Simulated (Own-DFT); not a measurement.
InAs (zincblende, strongly disordered by large displacements), GaP (zincblende, strongly disordered by large displacements) (calculated)

All values are calculated (Own-DFT development build). A calculation, not a measurement: plane-wave PBE density functional theory by an unreviewed code, no spin, of a simulated periodic cell, stress positive in tension, free energy of the whole cell less one offset for each atom, forces on such cells passed a denser k mesh, this cell's mesh not checked; broken bonds can close the gap or carry spin, so checks made on this kind of crystal may not hold here; offsets are fitted by least squares, one for each functional and potential file, so energies compare only between cells with the same atoms and settings and are not formation energies; the far tail of each file's local potential was reset to the Coulomb form; each entry is a single point on an unrelaxed cell, so the pressure reflects the starting lattice, mostly measured values (interpolated for alloys), from which strain is counted, and rises with the displacements; printed positions are rounded, which can move forces by about a meV/angstrom; the program, named Own-DFT, is a retired in-house code; no spin-orbit coupling.

Settings shared by all entries: functional PBE; potential files PseudoDojo norm-conserving, scalar-relativistic, standard set; wave cutoff 42 hartree; occupations Fermi-Dirac; smearing width 0.1 eV; k mesh 3 x 3 x 3 centred on Gamma.

(1) InAs (zincblende, strongly disordered by large displacements)

```
cell vectors (Å)
  12.1166     0.0000     0.0000
   0.0000    12.1166     0.0000
   0.0000     0.0000    12.1166
atoms (fractions of the cell vectors)
In  0.99637  0.04085  0.00513
In  0.00822  0.24814  0.24321
In  0.23787  0.96862  0.26035
In  0.24848  0.24197  0.98156
As  0.10507  0.12904  0.12135
As  0.11899  0.38276  0.35548
As  0.36949  0.09729  0.37250
As  0.37441  0.36244  0.11467
In  0.02620  0.99067  0.51090
In  0.97590  0.24871  0.74473
In  0.27724  0.98542  0.73811
In  0.24645  0.25325  0.52157
As  0.13389  0.11690  0.63127
As  0.12651  0.35578  0.85470
As  0.39876  0.11981  0.89830
As  0.36953  0.36754  0.61741
In  0.00610  0.52889  0.99290
In  0.98822  0.74200  0.27292
In  0.26828  0.49175  0.25005
In  0.27051  0.74650  0.98492
As  0.12701  0.60911  0.14562
As  0.12690  0.86341  0.39049
As  0.36760  0.63713  0.34581
As  0.39337  0.84906  0.10869
In  0.99926  0.50470  0.48761
In  0.00352  0.76920  0.74264
In  0.23743  0.51851  0.74560
In  0.22640  0.74347  0.52391
As  0.14141  0.61341  0.62057
As  0.13871  0.85361  0.91651
As  0.39048  0.59804  0.88380
As  0.39564  0.88248  0.63889
In  0.51095  0.01601  0.03323
In  0.50980  0.23403  0.25305
In  0.75430  0.00957  0.24384
In  0.74674  0.24495  0.00872
As  0.62244  0.12483  0.12154
As  0.65511  0.40388  0.38708
As  0.87945  0.12508  0.38517
As  0.85679  0.36967  0.10734
In  0.47783  0.00827  0.50414
In  0.48167  0.26792  0.76389
In  0.79591  0.98613  0.74934
In  0.72742  0.27741  0.49889
As  0.61610  0.14605  0.60944
As  0.63391  0.38148  0.87758
As  0.89122  0.12782  0.89136
As  0.89537  0.37679  0.62782
In  0.51987  0.51363  0.99139
In  0.51002  0.73734  0.26604
In  0.75250  0.50316  0.27653
In  0.75979  0.74401  0.01519
As  0.61634  0.64981  0.09894
As  0.61366  0.85233  0.36429
As  0.88059  0.62480  0.39223
As  0.88790  0.88370  0.09717
In  0.48971  0.53562  0.49102
In  0.49299  0.77023  0.77383
In  0.73061  0.51244  0.74112
In  0.74260  0.72858  0.48426
As  0.64489  0.63455  0.64164
As  0.61852  0.88674  0.88630
As  0.88919  0.62865  0.87232
As  0.89360  0.87701  0.63559
```

* hardware: one NVIDIA H200
* free energy of cell above offsets: -1.135 eV
* pressure: 9.35 GPa
* stress xx: -9.33 GPa
* stress yy: -9.58 GPa
* stress zz: -9.13 GPa
* stress yz: 2.18 GPa
* stress xz: -2.78 GPa
* stress xy: 0.04 GPa
* wall time: 1166 s

Force:
```
element  x (eV/Å)  y (eV/Å)  z (eV/Å)
     In     1.708    -6.489     0.788
     In    -2.699      1.05     0.908
     In     1.317     0.918    -2.656
     In    -0.212    -0.122     0.852
     As     5.932     0.734     2.609
     As     0.979    -0.385     1.684
     As    -1.619     2.638    -1.723
     As     1.112     0.316     0.313
     In    -1.754     1.267    -0.422
     In     2.275    -1.685     1.096
     In    -3.445     2.799       4.1
     In    -1.522    -1.136    -2.931
     As    -0.141     0.277     1.463
     As    -0.298     1.794     0.387
     As    -1.421     0.024    -2.022
     As     1.573     3.243     0.901
     In     1.151     -2.79      1.16
     In     1.384     1.403    -2.717
     In    -0.452    -1.563    -1.033
     In     2.172    -3.907     1.755
     As    -0.075      1.47    -0.478
     As    -0.865    -1.183    -0.529
     As     -1.88    -0.298     3.124
     As      0.19     1.576     2.229
     In      1.99    -2.204     1.567
     In     3.124    -2.758     3.423
     In     3.092    -3.973     3.495
     In     4.182      3.33    -2.411
     As    -5.618     -0.39    -0.345
     As     -4.12     3.981    -3.779
     As    -3.176     2.461    -3.267
     As     0.588    -3.487    -3.257
     In    -3.564    -5.153    -3.027
     In    -1.265     1.514     0.931
     In     0.824     -1.15     0.476
     In    -0.969    -0.633    -1.901
     As     4.208     2.919     3.256
     As    -7.453    -0.938      0.91
     As    -0.041     0.211     0.148
     As     2.576     2.666     2.456
     In      3.24     -0.53     0.613
     In     1.173    -0.673    -0.093
     In    -4.162     3.048     3.131
     In      3.54     -3.39     2.641
     As    -0.207     -1.28     1.675
     As    -0.008    -1.012    -0.572
     As    -5.122     2.724    -4.947
     As    -2.846     2.184    -1.936
     In     1.064    -3.403     2.221
     In    -0.826    -1.134    -4.543
     In     3.377     3.089    -6.626
     In     1.659     1.467    -2.609
     As    -0.653    -1.236     3.486
     As     3.351     4.536     3.142
     As    -0.652    -0.038    -1.244
     As    -0.049    -0.231     2.386
     In      0.53    -1.111     0.854
     In     0.823    -2.155     0.605
     In     4.595    -4.553     3.597
     In    -1.155     2.237     1.292
     As    -4.762     4.352    -3.293
     As       2.1      0.61     0.348
     As    -2.155      1.17    -1.933
     As    -0.641    -1.019    -5.728
```

(2) InAs (zincblende, strongly disordered by large displacements)

```
cell vectors (Å)
  12.1166     0.0000     0.0000
   0.0000    12.1166     0.0000
   0.0000     0.0000    12.1166
atoms (fractions of the cell vectors)
In  0.98147  0.99744  0.00515
In  0.98977  0.25413  0.24489
In  0.25525  0.00527  0.17922
In  0.27244  0.30150  0.03404
As  0.08285  0.16325  0.12693
As  0.11787  0.35550  0.33966
As  0.36149  0.12922  0.38028
As  0.43892  0.31136  0.08231
In  0.01453  0.99801  0.53451
In  0.01854  0.24245  0.73143
In  0.25830  0.97544  0.80410
In  0.25066  0.26302  0.52374
As  0.11378  0.11726  0.61331
As  0.11365  0.44512  0.89167
As  0.31929  0.13978  0.81467
As  0.38233  0.39975  0.61814
In  0.00059  0.51359  0.00214
In  0.98280  0.76634  0.24723
In  0.22247  0.50701  0.27456
In  0.23464  0.79482  0.00990
As  0.12976  0.65476  0.09977
As  0.12746  0.86763  0.34227
As  0.39399  0.59281  0.36561
As  0.38724  0.91271  0.10957
In  0.95611  0.50108  0.48742
In  0.00658  0.74500  0.76498
In  0.23742  0.47646  0.77110
In  0.18614  0.71144  0.48670
As  0.11102  0.67741  0.64174
As  0.11157  0.83357  0.89077
As  0.38436  0.57481  0.85844
As  0.37054  0.93372  0.62867
In  0.48804  0.00605  0.99130
In  0.45901  0.28165  0.25421
In  0.78816  0.97351  0.24288
In  0.76258  0.21995  0.00560
As  0.60349  0.11842  0.11330
As  0.67889  0.37900  0.38260
As  0.82871  0.10800  0.34827
As  0.90261  0.38144  0.06357
In  0.47981  0.96753  0.49542
In  0.47402  0.22477  0.76701
In  0.73512  0.00786  0.76833
In  0.74062  0.23929  0.49638
As  0.58526  0.15644  0.58877
As  0.60463  0.34477  0.86745
As  0.88839  0.09637  0.88651
As  0.84890  0.39306  0.64432
In  0.52050  0.54440  0.00564
In  0.50340  0.75168  0.27430
In  0.75306  0.47602  0.25640
In  0.73608  0.74778  0.95170
As  0.64245  0.64479  0.12903
As  0.65058  0.90367  0.46652
As  0.85989  0.61602  0.30718
As  0.89007  0.87030  0.14031
In  0.45384  0.51987  0.51372
In  0.50916  0.72009  0.77054
In  0.73683  0.50333  0.78801
In  0.78656  0.72804  0.47479
As  0.60154  0.64884  0.63929
As  0.57755  0.91375  0.87169
As  0.84513  0.61594  0.91215
As  0.90381  0.91055  0.63422
```

* hardware: one NVIDIA H200
* free energy of cell above offsets: 40.440 eV
* pressure: 16.48 GPa
* stress xx: -17.18 GPa
* stress yy: -14.26 GPa
* stress zz: -18 GPa
* stress yz: -0.31 GPa
* stress xz: 4.7 GPa
* stress xy: -1.75 GPa
* wall time: 1215 s

Force:
```
element  x (eV/Å)  y (eV/Å)  z (eV/Å)
     In     3.959    -2.604     3.588
     In    -7.604     1.776     3.508
     In    -6.905     5.477     4.811
     In    -9.462    -0.891    -2.867
     As     5.986     -5.28    -6.559
     As     1.457     0.899      4.31
     As    -0.111    -0.172    -0.551
     As     7.338     2.792    -5.447
     In     0.889    -1.274    -10.15
     In    -1.989     2.182     1.986
     In    -3.011    -7.004    -1.217
     In      -0.3     -0.58     -1.27
     As     6.466      4.74     2.734
     As      1.49    -7.053    -1.704
     As    -1.753      5.77     3.317
     As    -3.773    -6.262      5.89
     In    -0.807     8.827     3.675
     In     4.798    -4.927     3.231
     In     0.419     2.087    -1.905
     In     7.056     -1.52     4.272
     As    -0.847    -2.201     3.184
     As      1.35     1.351     1.716
     As    -3.221     3.257     -6.14
     As     2.419    -8.038     1.155
     In     0.754     0.066    -0.263
     In    -8.087     1.065     2.069
     In     3.684     0.983    -6.806
     In     3.543     2.118    -6.707
     As     2.071      -6.2     0.379
     As    -2.838     5.477    -2.212
     As     0.772     2.313     1.321
     As    -4.846    -2.851     5.465
     In    -1.119     6.877     0.523
     In     1.735    -1.947     8.393
     In    -6.744    -1.102    -0.227
     In    -1.009     0.781    -0.453
     As     1.351     0.832      1.93
     As     -5.94    -1.239     2.917
     As     3.098     6.315     4.915
     As    -5.441    -6.393     4.744
     In     0.101     3.506    -4.759
     In     3.998     1.944     -2.59
     In     0.043     0.533    -1.874
     In     2.307    -1.364     1.548
     As    -0.939    -1.652     1.772
     As     1.699      1.13     1.605
     As    -2.507     4.049    -4.827
     As     0.949    -1.376    -0.621
     In    -0.572    -2.052    -0.199
     In     0.821     1.176    -0.177
     In     0.217     -0.23    -7.769
     In    -5.114     7.011      2.66
     As     0.542     0.502     1.096
     As     4.771    -1.893     -2.16
     As     3.158     2.898     2.596
     As    -1.748     -0.12    -9.424
     In     6.656     2.617     1.845
     In    -4.312     4.319      5.11
     In    -2.013    -0.977    -1.827
     In    -0.869     0.787     1.528
     As     5.302    -3.806    -6.471
     As     4.353    -6.004    -5.722
     As     5.414    -3.409    -2.305
     As    -7.088    -6.036     5.407
```

(3) InAs (zincblende, strongly disordered by large displacements)

```
cell vectors (Å)
  12.1166     0.0000     0.0000
   0.0000    12.1166     0.0000
   0.0000     0.0000    12.1166
atoms (fractions of the cell vectors)
In  0.98976  0.02469  0.05044
In  0.01370  0.23016  0.23638
In  0.29085  0.97263  0.30392
In  0.34679  0.28619  0.96971
As  0.14876  0.07741  0.13734
As  0.08144  0.32460  0.36802
As  0.41754  0.12022  0.38676
As  0.33023  0.33860  0.16163
In  0.97369  0.02228  0.50947
In  0.99116  0.25125  0.79630
In  0.25305  0.00310  0.73652
In  0.23532  0.23598  0.53813
As  0.05497  0.12094  0.69737
As  0.15223  0.35159  0.89263
As  0.41654  0.11093  0.84029
As  0.33993  0.35292  0.62036
In  0.99697  0.40917  0.01742
In  0.99589  0.77430  0.20509
In  0.28149  0.52665  0.24074
In  0.24379  0.72644  0.03227
As  0.11507  0.65450  0.13080
As  0.10486  0.89646  0.32751
As  0.35904  0.65325  0.33452
As  0.37594  0.83878  0.10544
In  0.00033  0.52355  0.46624
In  0.03523  0.77210  0.74809
In  0.24305  0.49691  0.67062
In  0.19138  0.73578  0.51569
As  0.12270  0.61412  0.62208
As  0.11694  0.89101  0.93167
As  0.35303  0.60222  0.82285
As  0.37401  0.84444  0.61448
In  0.48486  0.98991  0.04001
In  0.51238  0.28704  0.27297
In  0.72989  0.98756  0.23908
In  0.76707  0.26972  0.98861
As  0.67593  0.15210  0.07924
As  0.60011  0.41676  0.35243
As  0.87118  0.11502  0.40115
As  0.85819  0.35801  0.11002
In  0.49894  0.01441  0.49933
In  0.47239  0.25846  0.76871
In  0.73386  0.03355  0.67670
In  0.69918  0.27566  0.50022
As  0.59471  0.13355  0.63830
As  0.67437  0.37772  0.88300
As  0.86024  0.10086  0.91005
As  0.87460  0.40067  0.65545
In  0.44064  0.46327  0.01576
In  0.48934  0.80209  0.28929
In  0.75994  0.48590  0.26023
In  0.78155  0.79467  0.98447
As  0.62417  0.63680  0.14390
As  0.64802  0.85016  0.34169
As  0.84530  0.59518  0.41047
As  0.87619  0.87536  0.10895
In  0.45245  0.50754  0.49939
In  0.55209  0.75381  0.73899
In  0.72132  0.50395  0.74291
In  0.78683  0.74806  0.47409
As  0.62904  0.62248  0.65194
As  0.59427  0.87265  0.87459
As  0.88977  0.61189  0.87485
As  0.86561  0.89845  0.63783
```

- hardware: one NVIDIA H200
- free energy of cell above offsets: 39.238 eV
- pressure: 15.62 GPa
- stress xx: -15.75 GPa
- stress yy: -18.65 GPa
- stress zz: -12.45 GPa
- stress yz: -0.7 GPa
- stress xz: -2.8 GPa
- stress xy: -1.2 GPa
- wall time: 1258 s

Force:
```
element  x (eV/Å)  y (eV/Å)  z (eV/Å)
     In    -0.962     0.618     -1.95
     In    -3.261     -4.67    -5.449
     In     0.566     0.017    -1.304
     In    -1.932    -3.609    -2.347
     As     3.179      1.76     1.927
     As     3.902     5.368      6.95
     As    -4.475     5.688    -5.218
     As    -0.541    -0.429     2.505
     In     5.441    -3.652      3.95
     In    -3.437     5.922     3.681
     In    -0.609    -0.516     0.596
     In    -5.408    -5.707    -4.247
     As     4.273    -6.488     -5.65
     As     0.283     0.885    -0.472
     As    -3.395    -8.194     4.903
     As     7.848     0.335     1.279
     In     6.824      4.18    -4.451
     In    -0.128    -0.882     3.959
     In    -4.334    -4.943    -3.881
     In      2.19     0.701    -6.716
     As    -2.178    -7.878     1.966
     As    -0.615     0.608      3.06
     As     2.103     3.992     6.104
     As     1.814     1.642     2.808
     In     5.043    -3.934     2.087
     In    -1.096     0.153     2.012
     In     2.039    -0.792     5.259
     In     4.078     6.738     -6.33
     As    -8.894     -0.69     2.105
     As     1.198    -0.403     -2.06
     As     0.701     0.561     1.769
     As    -0.073     0.834    -0.188
     In     1.844     2.385    -1.634
     In    -3.734    -6.521    -4.458
     In     2.284     3.749    -1.761
     In     3.086     -1.79    -6.025
     As    -6.579    -7.782     6.323
     As     2.238     4.425     5.337
     As    -5.559     4.946    -6.149
     As    -1.149     1.761     11.19
     In     3.255    -6.722     5.042
     In     4.134     8.435    -3.218
     In     4.013    -2.949     3.255
     In     1.607     0.024     0.346
     As    -4.624     4.882    -1.709
     As    -6.434     2.965    -2.883
     As    -0.335    -0.457     -2.02
     As     0.972    -1.404    -1.359
     In     2.815      4.08     -0.51
     In     -6.46    -2.537    -3.391
     In     0.649     1.377    -2.854
     In    -5.065     -5.13    -6.354
     As     0.002    -0.362    -0.367
     As     5.542     0.526     4.848
     As    -1.648     -3.42    -4.238
     As    -1.053     4.543     4.243
     In     0.792     1.165    -0.103
     In    -5.245     2.838     1.277
     In     4.547    -2.577     3.184
     In    -2.713     6.866     4.009
     As    -1.091    -0.642    -9.363
     As     2.049     3.238     3.243
     As      0.03     0.627      0.01
     As      1.69    -3.755    -0.565
```

(4) GaP (zincblende, strongly disordered by large displacements)

```
cell vectors (Å)
  10.9010     0.0000     0.0000
   0.0000    10.9010     0.0000
   0.0000     0.0000    10.9010
atoms (fractions of the cell vectors)
Ga  0.99472  0.99773  0.02590
Ga  0.00390  0.24612  0.27282
Ga  0.25400  0.01111  0.24478
Ga  0.25060  0.27534  0.00636
P   0.13678  0.12830  0.13492
P   0.14216  0.36358  0.32579
P   0.38757  0.14460  0.32958
P   0.37798  0.38073  0.17472
Ga  0.97821  0.01185  0.49377
Ga  0.00760  0.21872  0.73630
Ga  0.25219  0.00309  0.74951
Ga  0.26096  0.23367  0.50495
P   0.16347  0.13049  0.61285
P   0.12940  0.36607  0.90438
P   0.38823  0.13144  0.85968
P   0.38419  0.37966  0.63912
Ga  0.01700  0.48627  0.98080
Ga  0.98139  0.76684  0.27204
Ga  0.25195  0.48595  0.25825
Ga  0.28208  0.75945  0.00155
P   0.12711  0.63159  0.10218
P   0.10950  0.89949  0.41450
P   0.36781  0.62955  0.42851
P   0.38818  0.89144  0.11534
Ga  0.00779  0.50050  0.49457
Ga  0.02109  0.74524  0.72559
Ga  0.28822  0.50788  0.74516
Ga  0.26349  0.74453  0.51620
P   0.13039  0.63595  0.63671
P   0.11940  0.89412  0.86350
P   0.38070  0.60707  0.90339
P   0.34378  0.88853  0.62420
Ga  0.48897  0.01347  0.98305
Ga  0.52936  0.26424  0.26908
Ga  0.74633  0.99978  0.23808
Ga  0.73739  0.26191  0.00313
P   0.62757  0.14314  0.10871
P   0.60050  0.40287  0.36551
P   0.87353  0.12956  0.36248
P   0.88351  0.34817  0.13728
Ga  0.51168  0.02280  0.51986
Ga  0.56084  0.24212  0.73613
Ga  0.75469  0.98374  0.74398
Ga  0.77664  0.28280  0.49681
P   0.64083  0.13901  0.59394
P   0.58205  0.39399  0.86696
P   0.86575  0.11073  0.87266
P   0.89061  0.38513  0.58809
Ga  0.51852  0.51605  0.98986
Ga  0.50262  0.71178  0.22603
Ga  0.75971  0.50118  0.24614
Ga  0.77233  0.73964  0.98956
P   0.62652  0.60966  0.10842
P   0.60325  0.85289  0.38264
P   0.89506  0.63814  0.36023
P   0.87119  0.88849  0.09371
Ga  0.46889  0.48891  0.49120
Ga  0.53279  0.74790  0.74884
Ga  0.75373  0.46636  0.74549
Ga  0.77916  0.78723  0.51383
P   0.62360  0.63148  0.61871
P   0.65001  0.85860  0.83214
P   0.89676  0.64821  0.84648
P   0.86647  0.87311  0.64398
```

- hardware: one NVIDIA H100
- stress zz: ?
- stress yy: ?

Q: Give the missing stress zz for GaP (zincblende, strongly disordered by large displacements) (entry 4).
A: -9.41 GPa

Q: What stress yy does the calculation give for GaP (zincblende, strongly disordered by large displacements) (entry 4)?
A: -14.06 GPa

Q: Give the table of force values for GaP (zincblende, strongly disordered by large displacements) (entry 4).
A: 
Force:
```
element  x (eV/Å)  y (eV/Å)  z (eV/Å)
     Ga     5.495     4.362    -3.837
     Ga    -0.263    -1.527    -2.431
     Ga     0.096    -1.954     1.151
     Ga     4.175    -3.268     3.485
      P     -1.81     0.579    -1.695
      P    -2.703    -2.206     7.072
      P    -0.986    -1.677     4.312
      P     3.481    -2.128    -5.124
     Ga     -1.03       1.2     2.775
     Ga     0.237     0.907     0.663
     Ga    -0.501     1.347     2.198
     Ga     4.093     4.881    -5.255
      P    -6.093    -3.363     3.337
      P    -0.011     -1.15    -7.604
      P    -0.771     1.804    -0.841
      P     1.003    -3.746     -1.58
     Ga    -3.893     4.574     2.944
     Ga     4.619     5.098    -4.595
     Ga     0.521     9.002    -1.043
     Ga    -2.793    -0.027    -0.592
      P     0.359     0.475     1.818
      P     3.199    -3.209    -3.695
      P     1.089    -0.865    -8.147
      P     0.224    -1.275     1.811
     Ga      3.27     2.523    -2.678
     Ga    -2.753     5.618     3.647
     Ga    -2.956     1.388     1.965
     Ga    -4.912     3.924     1.752
      P     4.081    -5.684    -3.688
      P     0.048    -1.129     1.196
      P    -1.971     3.105    -3.135
      P     4.852      -0.2    -0.245
     Ga      2.31    -0.613     0.486
     Ga    -0.384    -3.056    -4.142
     Ga    -1.166     -0.44     0.013
     Ga     1.732     1.308    -2.155
      P    -1.949    -2.392     2.086
      P     4.775     2.448     2.656
      P    -2.089    -0.303     1.186
      P     -0.89      2.42    -1.488
     Ga    -4.202      -3.5    -3.267
     Ga    -3.663      0.42     1.717
     Ga    -0.381     5.882     0.141
     Ga    -5.204    -4.109    -4.813
      P     4.378     0.597     0.766
      P     4.596    -3.502    -1.985
      P     0.391     1.511      0.06
      P      2.02     0.731     6.928
     Ga    -2.179    -1.731     2.739
     Ga     -1.86     2.507     2.525
     Ga     0.373    -0.329    -0.021
     Ga     -0.99    -0.063    -0.794
      P     4.857     1.915     1.575
      P     1.794     1.396    -0.285
      P    -4.407    -4.852     4.379
      P    -4.245    -4.218     5.111
     Ga     3.102    -1.305     2.668
     Ga     -5.52    -2.553    -1.744
     Ga    -0.153     2.697    -0.232
     Ga     -4.94     -4.84    -5.824
      P     1.593    -2.284    -1.748
      P    -0.546     1.258     7.062
      P    -1.496    -4.057     1.951
      P     6.945     1.678     0.507
```

Further results for GaP (zincblende, strongly disordered by large displacements) (entry 4):

* free energy of cell above offsets: 6.684 eV
* pressure: 12.06 GPa
* stress xx: -12.7 GPa
* stress yz: -2.54 GPa
* stress xz: 2.51 GPa
* stress xy: -1.78 GPa
* wall time: 588 s
